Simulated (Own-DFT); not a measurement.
# Response to strain: 4H SiC, 72 atoms (C36Si36)

No measurement is shown. These are fixed-geometry runs of a retired plane-wave code named Own-DFT, which no person has reviewed; spin and spin-orbit coupling are neglected.

Settings: PBE; PseudoDojo norm-conserving scalar-relativistic files; cutoff 42 hartree; 4 x 4 x 3 k mesh centred on Gamma; Fermi-Dirac smearing of 0.1 eV.

Limits: forces on such cells passed a denser k mesh, each cell not checked; stress not checked against mesh or cutoff.

Unstrained cell vectors in Å: (9.248, 0.000, 0.000); (-4.624, 8.009, 0.000); (0.000, 0.000, 10.068). The unstrained cell has measured lattice constants (interpolated for alloys), not those of this functional. That, the random moves and any unrelaxed bonds set the pressure at no strain. Each run strains this cell uniformly, with the atoms carried along. Each atom got a random Gaussian move of width 0.05 Å along each axis. Stress is counted positive in tension, P = -(s_xx + s_yy + s_zz)/3, and strain components are those of the symmetric tensor.

| run | e_xx (%) | e_yy (%) | e_zz (%) | e_yz (%) | e_xz (%) | e_xy (%) | s_xx (GPa) | s_yy (GPa) | s_zz (GPa) | s_yz (GPa) | s_xz (GPa) | s_xy (GPa) | P (GPa) | E (meV/atom) |
|---|---|---|---|---|---|---|---|---|---|---|---|---|---|---|
| 1 | 0.88 | 0.73 | -0.41 | 1.53 | -0.83 | 0.76 | 1.59 | -2.79 | -6.88 | 5.40 | -2.10 | 3.51 | 2.69 | 29.6 |
| 2 | -1.25 | 0.07 | -0.77 | 0.24 | 1.89 | -0.20 | -14.66 | -5.43 | -11.36 | 1.29 | 6.87 | -0.46 | 10.48 | 58.2 |
| 3 | 1.50 | 1.24 | 0.87 | -1.16 | -1.78 | 1.42 | 4.46 | 1.82 | 1.06 | -3.71 | -5.01 | 6.29 | -2.45 | 16.6 |
| 4 | 0.41 | -1.39 | -1.94 | -0.29 | -0.39 | 0.53 | -4.55 | -14.27 | -17.62 | -1.16 | -1.81 | 3.45 | 12.15 | 32.5 |
| 5 | -1.15 | 1.56 | 0.90 | -1.81 | 1.95 | 0.21 | -9.18 | 3.04 | -0.33 | -4.99 | 5.50 | 1.50 | 2.16 | 26.8 |
| 6 | -1.14 | -1.07 | 0.02 | 1.80 | 0.34 | -0.79 | -14.74 | -10.51 | -6.57 | 6.83 | 2.23 | -3.96 | 10.60 | 37.8 |
| 7 | 0.27 | -1.40 | -0.79 | 0.17 | -0.18 | 0.90 | -6.53 | -12.49 | -10.40 | 1.27 | 0.20 | 4.77 | 9.81 | 26.8 |
| 8 | 1.76 | 1.07 | 1.51 | 1.19 | 1.33 | -1.02 | 4.51 | 1.90 | 3.37 | 4.63 | 4.15 | -4.76 | -3.26 | 40.4 |
| 9 | -1.61 | 1.28 | -0.46 | -1.86 | -0.98 | 0.17 | -12.83 | 1.42 | -9.17 | -5.79 | -4.16 | 1.20 | 6.86 | 29.4 |
| 10 | 1.95 | -0.92 | -1.00 | 0.76 | 0.72 | -1.48 | 5.58 | -9.12 | -13.46 | 2.18 | 2.58 | -6.25 | 5.67 | 45.7 |
| 11 | -1.21 | -1.38 | -1.76 | -0.37 | -0.35 | -0.03 | -13.86 | -15.71 | -17.69 | -1.85 | -1.07 | 1.45 | 15.75 | 36.3 |
| 12 | 1.62 | 1.58 | 1.05 | -0.67 | -0.61 | 1.04 | 5.32 | 6.09 | 0.81 | -1.85 | -2.30 | 4.88 | -4.07 | 4.4 |
| 13 | -0.13 | 0.88 | 0.15 | 1.60 | 1.61 | 1.15 | -4.85 | -1.36 | -5.85 | 5.95 | 4.96 | 6.00 | 4.02 | 45.1 |
| 14 | 1.91 | 0.53 | -1.65 | -1.16 | 0.86 | -1.92 | 4.57 | -1.59 | -16.23 | -3.73 | 3.39 | -8.08 | 4.42 | 46.3 |
| 15 | -1.89 | -0.82 | -0.93 | -1.90 | 0.20 | 1.76 | -19.57 | -13.11 | -11.06 | -7.72 | 1.37 | 8.28 | 14.58 | 66.6 |
| 16 | 0.92 | 0.86 | 0.26 | 0.57 | 0.15 | 0.00 | 1.93 | 0.95 | -4.11 | 2.76 | 0.59 | 0.29 | 0.41 | 0.0 |
| 17 | -0.42 | -0.08 | 0.78 | 1.60 | 1.01 | 0.55 | ? | ? | ? | ? | ? | ? | ? | ? |

E is the free energy for each atom above the lowest run shown.

## Worked fit

Least squares on the runs shown: each stress against a constant and the strains, taken as fractions with shears doubled. Shear strains stay in the fit of a normal stress only where such slopes are resolved. The slopes, in GPa:

| stress | at no strain | per e_xx | per e_yy | per e_zz | scatter |
|---|---|---|---|---|---|
| s_xx | -5.9 | 587 ± 24 | 155 ± 41 | -22 ± 45 | 1.24 |
| s_yy | -5.3 | 65 ± 22 | 542 ± 38 | 68 ± 41 | 1.15 |
| s_zz | -6.0 | 11 ± 17 | 15 ± 29 | 622 ± 31 | 0.87 |

The slope of each shear stress on twice its own strain, from a fit on all six strains: yz 176 ± 7, xz 159 ± 10, xy 234 ± 7 GPa. These are stiffnesses along x, y and z of the frame in which the cell vectors are given, with the crystal's c axis along z: C11, C12, C13 and C33. Hexagonal symmetry asks that xx and yy behave alike, which is a second check on the noise. No internal relaxation is included, and where it is allowed it would reduce some of the slopes. Slopes across the diagonal should nearly agree, so their difference gauges the noise. A ninth of the table's sum, 227 ± 4 GPa, estimates the bulk modulus near the mean pressure of these runs, 5.6 GPa, so it lies above the value at zero pressure.

## The run left out

Asked: what normal stresses and pressure should run 17 give?

From the fit: s_xx = -8.7, s_yy = -5.5, s_zz = -1.1 and P = 5.1 GPa. Computed: -5.34, -6.29, -2.00 and P = 4.55 GPa.
